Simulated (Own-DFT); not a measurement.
# Computed records: Hf36O71 (tetragonal hafnia with one neutral oxygen vacancy, atoms displaced)

A calculation, not a measurement: plane-wave PBE and HSE06 DFT by an unreviewed code, no spin, of a simulated cell at Gamma alone, so results move with cell size and shape, stress positive in tension, energies less offsets, not probed for a lower state with spin; hafnium file: forces about 75 meV/angstrom off all-electron values; oxygen file: force components 24 meV/angstrom off all-electron in a glass; k mesh not checked against a denser one; forces and stress are PBE's, HSE06 gives the energy alone, and its difference from PBE has offsets of its own; offsets are fitted by least squares, one for each functional and potential file, so energies compare only between cells with the same atoms and settings and are not formation energies; the far tail of each file's local potential was reset to the Coulomb form; each entry is a single point on an unrelaxed cell, so the pressure reflects the starting lattice, taken from the Materials Project, from which strain is counted, and rises with the displacements; printed positions are rounded, which can move forces by about a meV/angstrom; the program is a retired in-house code; no spin-orbit coupling. Program: Own-DFT development build.

Settings shared by all entries: first functional PBE; second functional HSE06; exact exchange share 0.25; screening 0.11 1/bohr; exchange divergence Gygi-Baldereschi; potential files PseudoDojo norm-conserving, scalar-relativistic, made for PBE, standard set; wave cutoff 48 hartree; occupations fixed; k mesh 1 x 1 x 1 centred on Gamma.

(1) Hf36O71 (tetragonal hafnia with one neutral oxygen vacancy, atoms displaced)

```
cell vectors (Å)
  10.7800     0.0000     0.0000
   0.0000    10.7800     0.0000
   0.0000     0.0000    10.4493
atoms (fractions of the cell vectors)
Hf  0.99891  0.00242  0.00044
Hf  0.16482  0.16893  0.24583
O   0.00039  0.16187  0.15242
O   0.16947  0.00030  0.34660
O   0.00118  0.16778  0.40153
O   0.16595  0.00002  0.09439
Hf  0.00314  0.99616  0.49855
Hf  0.17348  0.16757  0.75250
O   0.99917  0.17006  0.64855
O   0.16424  0.00325  0.85034
O   0.99867  0.16525  0.90494
O   0.16523  0.00195  0.59791
Hf  0.99920  0.33207  0.99989
Hf  0.16790  0.49771  0.24594
O   0.00577  0.50090  0.15522
O   0.16781  0.33365  0.34194
O   0.99849  0.50115  0.39709
O   0.16857  0.33433  0.09952
Hf  0.99803  0.33023  0.50005
Hf  0.16318  0.50135  0.74641
O   0.00220  0.49686  0.64998
O   0.16687  0.33582  0.84036
O   0.00017  0.49982  0.90193
O   0.16758  0.33494  0.60461
Hf  0.99705  0.66422  0.00004
Hf  0.16627  0.82803  0.25349
O   0.99802  0.83468  0.15446
O   0.17075  0.67021  0.34732
O   0.99815  0.83345  0.39704
O   0.16865  0.66547  0.09254
Hf  0.00144  0.66270  0.49978
Hf  0.16571  0.83590  0.75307
O   0.00621  0.83706  0.65194
O   0.17318  0.66467  0.85036
O   0.99979  0.83675  0.90445
O   0.16477  0.66722  0.59971
Hf  0.33052  0.99713  0.99108
Hf  0.50147  0.16214  0.24979
O   0.33287  0.16396  0.15095
O   0.50094  0.00212  0.35707
O   0.33200  0.16664  0.40626
O   0.49534  0.99643  0.09725
Hf  0.33473  0.99986  0.49644
Hf  0.49416  0.16611  0.75529
O   0.33135  0.16805  0.65016
O   0.50030  0.99956  0.84955
O   0.33582  0.16507  0.90037
O   0.49843  0.99963  0.59781
Hf  0.32710  0.33635  0.99955
Hf  0.50127  0.49686  0.25086
O   0.33774  0.49455  0.15257
O   0.49764  0.33224  0.34485
O   0.32972  0.49762  0.40404
O   0.50277  0.33766  0.10093
Hf  0.33011  0.33549  0.50480
Hf  0.49999  0.49977  0.75286
O   0.32882  0.50144  0.65196
O   0.49977  0.33094  0.84715
O   0.33600  0.49443  0.90286
O   0.49880  0.33422  0.59841
Hf  0.33300  0.66502  0.00270
Hf  0.50241  0.82995  0.24888
O   0.33272  0.83070  0.15314
O   0.50568  0.66957  0.34653
O   0.33514  0.83113  0.40773
O   0.50149  0.66739  0.09637
Hf  0.33797  0.66475  0.49961
Hf  0.49720  0.83003  0.74924
O   0.50155  0.66745  0.84954
O   0.33195  0.83446  0.89658
O   0.50167  0.66817  0.59783
Hf  0.66083  0.00181  0.00051
Hf  0.83145  0.16812  0.25169
O   0.66268  0.16952  0.15131
O   0.83317  0.99713  0.34135
O   0.66806  0.16653  0.40004
O   0.83092  0.00058  0.10154
Hf  0.66641  0.00388  0.50128
Hf  0.83639  0.16747  0.75229
O   0.66673  0.16623  0.65278
O   0.83766  0.99667  0.84390
O   0.66539  0.17356  0.90418
O   0.83579  0.00028  0.59347
Hf  0.66640  0.33429  0.00164
Hf  0.82701  0.49981  0.24705
O   0.66651  0.50121  0.15402
O   0.83259  0.32955  0.34830
O   0.66526  0.50205  0.40436
O   0.82990  0.33066  0.09863
Hf  0.66440  0.32999  0.50241
Hf  0.83582  0.50019  0.75039
O   0.66850  0.50196  0.65468
O   0.83534  0.33248  0.84478
O   0.66270  0.50604  0.90321
O   0.83483  0.33531  0.59532
Hf  0.66641  0.66520  0.99840
Hf  0.83875  0.83205  0.24754
O   0.66422  0.83471  0.15241
O   0.83359  0.66430  0.34336
O   0.66883  0.83417  0.40106
O   0.83856  0.66519  0.09274
Hf  0.66770  0.66625  0.49520
Hf  0.83315  0.83419  0.74719
O   0.66952  0.83327  0.65562
O   0.83437  0.66989  0.84904
O   0.66600  0.83115  0.90221
O   0.83599  0.66953  0.60144
```

- PBE energy of cell above offsets: -101.007 eV
- HSE06 less PBE above offsets: -0.155 eV
- PBE pressure: 1 GPa
- PBE stress xx: -0.44 GPa
- PBE stress yy: -0.89 GPa
- PBE stress zz: -1.67 GPa
- PBE stress yz: -0.09 GPa
- PBE stress xz: 0.21 GPa
- PBE stress xy: 0 GPa

Force:
```csv
element,x (eV/Å),y (eV/Å),z (eV/Å)
Hf,-0.32,-0.827,0.61
Hf,0.781,-1.085,0.698
O,-0.402,0.72,-0.214
O,-0.153,-0.329,-0.152
O,-0.058,-0.374,-0.092
O,0.234,-0.036,-0.129
Hf,-0.223,0.465,-0.066
Hf,-1.223,-0.166,-1.135
O,0.379,0.072,0.832
O,0.343,-0.182,-0.331
O,-0.046,1.021,-0.321
O,0.814,-0.299,0.186
Hf,-0.252,0.073,0.06
Hf,0.277,0.459,1.042
O,-1.48,-0.284,-0.827
O,-0.157,0.061,0.607
O,0.264,-0.34,0.775
O,-0.982,-0.095,-0.592
Hf,0.522,0.148,-0.099
Hf,0.682,0.597,0.166
O,-0.847,0.353,-0.088
O,-0.016,-0.554,1.632
O,-0.189,-0.408,0.027
O,-0.419,-0.128,-1.169
Hf,1.034,0.97,-0.709
Hf,-0.002,1.56,-0.773
O,1.166,-0.333,-0.561
O,-0.189,-1.377,0.151
O,0.133,-0.693,0.612
O,-0.398,-0.087,0.782
Hf,-0.143,0.42,-0.199
Hf,0.567,-0.562,-0.312
O,-0.923,-0.073,-0.093
O,-0.297,0.278,-0.49
O,0.387,-0.924,0.051
O,0.503,0.183,-0.38
Hf,-0.23,0.188,1.665
Hf,-1.145,0.398,0.133
O,0.221,0.349,0.139
O,-0.012,-0.531,-1.144
O,0.019,0.629,-0.232
O,0.378,0.276,0.083
Hf,-0.353,0.203,0.361
Hf,0.787,-0.155,-0.922
O,0.557,0.023,0.488
O,0.137,-0.085,-0.134
O,-0.356,0.607,-0.266
O,0.024,-0.353,0.526
Hf,1.827,-0.701,0.43
Hf,-0.201,-0.223,0.048
O,-0.671,0.483,-0.231
O,0.433,-0.122,0.44
O,0.428,0.473,-0.278
O,-0.52,-0.035,-0.775
Hf,0.088,-0.67,-0.519
Hf,-0.129,-0.045,-0.306
O,1.119,0.028,0.159
O,0.054,0.62,0.065
O,0.135,0.998,0.034
O,0.051,0.176,0.004
Hf,0.14,0.321,-0.753
Hf,-0.07,1.008,0.066
O,0.028,-0.258,-0.005
O,-0.417,-1.045,0.273
O,0.027,0.066,0.115
O,-0.285,-0.123,0.267
Hf,-0.962,0.108,0.522
Hf,0.181,0.355,-0.371
O,-0.443,-0.253,-0.305
O,0.206,-0.574,0.007
O,-0.085,0.211,0.071
Hf,0.639,-0.664,0.124
Hf,0.146,-1.233,-0.311
O,0.439,-0.32,-0.012
O,0.035,0.77,0.56
O,0.005,0.22,0.15
O,-0.267,0.149,-1.078
Hf,0.05,-0.948,-0.015
Hf,-0.076,-0.803,-0.87
O,-0.095,0.115,0.121
O,-0.448,1.176,0.296
O,0.194,-1.24,-0.096
O,-0.148,-0.007,0.037
Hf,-0.948,0.109,-0.121
Hf,1.661,-0.207,0.912
O,-0.064,0.16,-0.364
O,-0.112,1.137,-0.093
O,0.119,-1.037,-0.322
O,1.004,0.347,-0.177
Hf,0.207,0.261,0.003
Hf,-0.253,0.599,-0.341
O,-0.206,-0.199,0.133
O,0.066,0.65,0.558
O,0.305,-1.581,-0.218
O,-0.68,0.072,0.17
Hf,0.088,1.425,0.138
Hf,-1.25,0.655,0.34
O,0.635,-0.195,-0.132
O,-0.291,-0.045,0.232
O,-0.14,-0.036,0.508
O,-1.359,-0.343,0.86
Hf,0.425,1.001,0.75
Hf,0.455,-0.221,0.07
O,-0.864,0.137,-0.334
O,0.246,-0.829,-0.249
O,0.039,0.672,0.375
O,0.115,-0.326,-0.76
```

(2) Hf36O71 (tetragonal hafnia with one neutral oxygen vacancy, atoms displaced)

```
cell vectors (Å)
  10.7800     0.0000     0.0000
   0.0000    10.7800     0.0000
   0.0000     0.0000    10.4493
atoms (fractions of the cell vectors)
Hf  0.98753  0.01525  0.00630
Hf  0.16864  0.15222  0.24097
O   0.99429  0.15428  0.15812
O   0.17291  0.98763  0.34834
O   0.99523  0.16110  0.39992
O   0.17600  0.00522  0.08029
Hf  0.00532  0.01880  0.50252
Hf  0.16882  0.16571  0.74198
O   0.00542  0.17585  0.64890
O   0.16700  0.99657  0.85428
O   0.99504  0.15478  0.88724
Hf  0.99066  0.33819  0.99535
Hf  0.16679  0.49414  0.23692
O   0.00506  0.51301  0.14705
O   0.17754  0.33519  0.35065
O   0.99151  0.49662  0.41510
O   0.16837  0.34122  0.09441
Hf  0.99345  0.32217  0.50022
Hf  0.16645  0.49081  0.74364
O   0.99304  0.49799  0.64391
O   0.16678  0.33060  0.85298
O   0.00365  0.49113  0.91088
O   0.16480  0.33412  0.59491
Hf  0.99754  0.66350  0.00080
Hf  0.17042  0.83330  0.24540
O   0.99968  0.83139  0.15310
O   0.16069  0.66195  0.34780
O   0.99440  0.84875  0.41099
O   0.14968  0.65551  0.11064
Hf  0.98620  0.67295  0.48709
Hf  0.17603  0.83551  0.75096
O   0.99098  0.85690  0.65580
O   0.18641  0.66371  0.84246
O   0.00140  0.83557  0.90629
O   0.16420  0.66159  0.59306
Hf  0.34052  0.99852  0.98602
Hf  0.49826  0.16032  0.25203
O   0.32800  0.16622  0.14766
O   0.49348  0.99582  0.35245
O   0.31601  0.16635  0.40029
O   0.49237  0.99566  0.09567
Hf  0.33045  0.99413  0.49558
Hf  0.51621  0.16585  0.73553
O   0.32452  0.16416  0.66443
O   0.50221  0.01190  0.84197
O   0.32840  0.16520  0.90009
O   0.50213  0.98971  0.59659
Hf  0.33430  0.32506  0.99541
Hf  0.51330  0.49713  0.24414
O   0.33894  0.50451  0.15442
O   0.50241  0.33714  0.33775
O   0.33756  0.49529  0.39903
O   0.50487  0.33274  0.10612
Hf  0.32719  0.33404  0.50670
Hf  0.50156  0.50157  0.73540
O   0.33543  0.50224  0.65135
O   0.49508  0.32917  0.85278
O   0.32231  0.50263  0.89475
O   0.49414  0.32480  0.59871
Hf  0.34082  0.67555  0.01199
Hf  0.49612  0.84609  0.24991
O   0.33880  0.82174  0.15805
O   0.48823  0.67019  0.34958
O   0.33282  0.82795  0.39961
O   0.49282  0.67344  0.10302
Hf  0.33414  0.66115  0.49554
Hf  0.49613  0.84153  0.75241
O   0.33327  0.82967  0.64327
O   0.50328  0.66867  0.84450
O   0.32608  0.83280  0.91389
O   0.50825  0.67673  0.59252
Hf  0.66232  0.99554  0.00185
Hf  0.84161  0.16020  0.23185
O   0.66426  0.16206  0.14719
O   0.83510  0.00178  0.33975
O   0.67289  0.16638  0.41291
O   0.83833  0.00482  0.09626
Hf  0.67826  0.00602  0.49335
Hf  0.81737  0.18172  0.74123
O   0.68000  0.16187  0.65287
O   0.84448  0.00423  0.83992
O   0.66439  0.17421  0.90196
O   0.84173  0.01367  0.59039
Hf  0.65434  0.34073  0.99787
Hf  0.83538  0.49549  0.25552
O   0.66954  0.50566  0.15379
O   0.83109  0.33103  0.36135
O   0.66803  0.50850  0.38920
O   0.83046  0.33190  0.09598
Hf  0.67376  0.32801  0.50239
Hf  0.83475  0.49774  0.74612
O   0.67032  0.51745  0.63755
O   0.80968  0.33060  0.86117
O   0.67252  0.50152  0.90030
O   0.82461  0.33572  0.60214
Hf  0.65991  0.65639  0.00762
Hf  0.82584  0.82147  0.25921
O   0.66754  0.82163  0.15239
O   0.82730  0.66815  0.34453
O   0.67052  0.83187  0.39793
O   0.84670  0.67797  0.08883
Hf  0.67377  0.66378  0.51073
Hf  0.83970  0.83786  0.75180
O   0.66343  0.84236  0.65516
O   0.84220  0.65950  0.84727
O   0.65665  0.83995  0.89706
O   0.83592  0.66500  0.59948
```

- PBE stress zz: withheld

Q: Hf36O71 (tetragonal hafnia with one neutral oxygen vacancy, atoms displaced) (entry 2): PBE stress zz?
A: -4.81 GPa

Further results for Hf36O71 (tetragonal hafnia with one neutral oxygen vacancy, atoms displaced) (entry 2):

- PBE energy of cell above offsets: -87.390 eV
- HSE06 less PBE above offsets: 0.633 eV
- PBE pressure: 4.81 GPa
- PBE stress xx: -7.24 GPa
- PBE stress yy: -2.38 GPa
- PBE stress yz: 0.76 GPa
- PBE stress xz: 1.17 GPa
- PBE stress xy: -0.17 GPa

Force:
```csv
element,x (eV/Å),y (eV/Å),z (eV/Å)
Hf,4.059,-3.717,-3.856
Hf,1.385,1.245,1.477
O,4.302,0.762,-2.346
O,-0.195,2.194,-0.162
O,0.407,2.719,-2.003
O,-1.132,0.06,2.519
Hf,0.802,-4.507,1.74
Hf,-1.99,-0.89,3.498
O,-1.675,0.291,-1.066
O,0.986,0.42,-2.715
O,0.189,3.585,1.529
Hf,2.007,-1.964,-0.006
Hf,1.87,0.768,1.545
O,-3.415,-2.537,1.28
O,-1.656,-1.006,-0.814
O,-0.835,-0.143,-1.897
O,-1.442,-0.865,0.16
Hf,1.46,1.966,-0.385
Hf,0.386,2.156,1.342
O,0.198,-0.829,1.941
O,-0.312,-0.354,-1.175
O,-0.505,1.16,-2.383
O,-0.201,0.443,0.86
Hf,2.214,2.05,-1.59
Hf,-1.839,-2.849,0.034
O,0.327,0.919,1.289
O,-0.073,0.681,-0.207
O,-0.349,-1.652,-0.478
O,3.747,1.649,-1.542
Hf,3.97,0.09,1.108
Hf,-2.716,-1.098,0.514
O,2.585,-0.812,-0.209
O,-1.551,0.551,-0.511
O,-0.376,-0.307,0.069
O,-1.033,0.302,-0.129
Hf,-2.604,2.278,0.356
Hf,-0.422,2.109,-0.645
O,1.934,0.28,0.522
O,0.4,2.471,0.071
O,1.442,-0.738,0.529
O,1.692,-0.053,0.931
Hf,-0.468,-0.345,0.655
Hf,-3.658,0.456,2.226
O,3.953,-0.275,-2.468
O,-0.416,-1.062,0.775
O,0.274,-0.006,0.257
O,-0.124,1.967,-0.356
Hf,-0.71,1.979,-0.405
Hf,-4.153,1.501,2.694
O,0.145,-0.016,-0.609
O,0.592,-2.441,1.316
O,0.004,-0.184,1.38
O,-1.236,0.067,-0.748
Hf,-0.825,0.507,-3.068
Hf,-1.092,1.033,2.239
O,0.485,-0.491,-0.784
O,0.816,0.873,-1.201
O,1.496,-1.223,1.235
O,2.418,0.035,0.24
Hf,-4.082,-3.531,-1.644
Hf,1.082,-4.231,1.011
O,-1.659,0.566,-0.952
O,0.83,-0.2,-1.171
O,-0.207,1.188,0.195
O,3.634,-0.923,-0.249
Hf,-0.379,-0.045,-0.874
Hf,1.857,-1.151,-1.53
O,-0.046,0.947,1.052
O,-0.102,-0.689,0.29
O,1.207,0.193,-2.092
O,-1.491,-0.935,1.058
Hf,0.977,0.797,-0.778
Hf,-4.937,0.046,3.494
O,-0.432,-0.478,0.928
O,-1.191,0.18,-0.069
O,-1.204,1.053,-1.282
O,-4.258,-0.042,0.77
Hf,0.313,-4.125,0.92
Hf,8.554,-2.093,5.812
O,-6.215,-0.207,-4.18
O,-1.932,0.187,0.331
O,-0.427,-1.9,-0.609
O,-1.846,0.418,-0.077
Hf,1.177,-1.491,-0.412
Hf,1.17,-0.411,0.276
O,1.783,0.494,-2.249
O,-0.046,-0.211,-1.298
O,0.346,-1.443,1.239
O,-0.046,0.239,1.417
Hf,-2.137,2.183,-3.038
Hf,0.424,1.481,0.98
O,-0.508,-2.537,1.625
O,2.208,1.266,-2.184
O,-1.132,0.261,-0.141
O,1.045,-0.35,1.186
Hf,1.116,2.58,-1.094
Hf,1.674,3.592,-2.323
O,-0.515,0.983,-0.537
O,1.115,-2.603,1.368
O,0.193,0.85,0.643
O,-4.747,-0.693,1.863
Hf,-1.84,1.838,-2.382
Hf,-0.262,-0.216,1.191
O,1.396,-0.25,-0.029
O,-0.482,0.287,-0.807
O,0.217,-0.763,1.409
O,0.26,0.685,0.373
```
